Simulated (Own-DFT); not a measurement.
# Shaking the atoms of zincblende GaP, 64 atoms (Ga32P32)

These are calculations, not measurements. The program, named Own-DFT, is a retired in-house plane-wave density functional code that no person has reviewed. Each row is one single-point run on a periodic cell that was not relaxed, without spin or spin-orbit coupling.

Settings of every run: PBE; PseudoDojo norm-conserving scalar-relativistic files; cutoff 42 hartree; 3 x 3 x 3 k mesh centred on Gamma; Fermi-Dirac smearing of 0.1 eV.

Known limits, some of them of some rows only: some atoms lie very close together; forces on such cells passed a denser k mesh, each cell not checked; stress not checked against mesh or cutoff.

Cell vectors in Å: (10.901, 0.000, 0.000); (0.000, 10.901, 0.000); (0.000, 0.000, 10.901). In each run every atom was moved at random and independently from its ideal site; u is the rms move along one axis. E is the free energy for each atom above the fitted value at u = 0, and F the rms of the force components.

```
run   u (Å)  E (meV/atom)  F (eV/Å)  largest force (eV/Å)  P (GPa)
  1  0.0192           5.8     0.250                  1.01     2.69
  2  0.0207           8.0     0.299                  1.10     2.73
  3  0.0466             ?         ?                     ?        ?
  4  0.0491          40.5     0.703                  2.71     3.22
  5  0.0909         147.7     1.487                  7.66     4.71
  6  0.0995         163.2     1.363                  4.36     4.66
  7  0.1012         178.5     1.615                  8.69     5.07
  8  0.1486         398.9     2.495                 12.08     8.32
  9  0.2021         731.0     4.177                 17.76    12.46
```

## Worked fit

For small independent moves the energy grows as E = (3/2) K u², with K the mean stiffness felt by one atom. The runs with u up to 0.11 Å give K = 11.5 ± 0.3 eV/Å², with residuals divided by u² + 0.0006 Å², since the noise grows with the moves. The scatter is 2.0 meV/atom at u = 0.05 Å. The forces follow F = G u with G = 14.7 eV/Å²; no force at u = 0 is resolved. G exceeds K because the moves of its neighbours add to the force on an atom, and stiffness differs between atoms. At u = 0.202 Å the parabola gives 702 meV/atom and the run 731. The pressure follows P = 2.65 + 228 u² GPa: at fixed volume, shortened bonds push harder than stretched ones pull.

## Withheld run

Question: what energy and rms force should run 3 give?

The fit gives 37 ± 2 meV/atom and about 0.68 eV/Å. The calculation gave 41.4 meV/atom and 0.734 eV/Å.
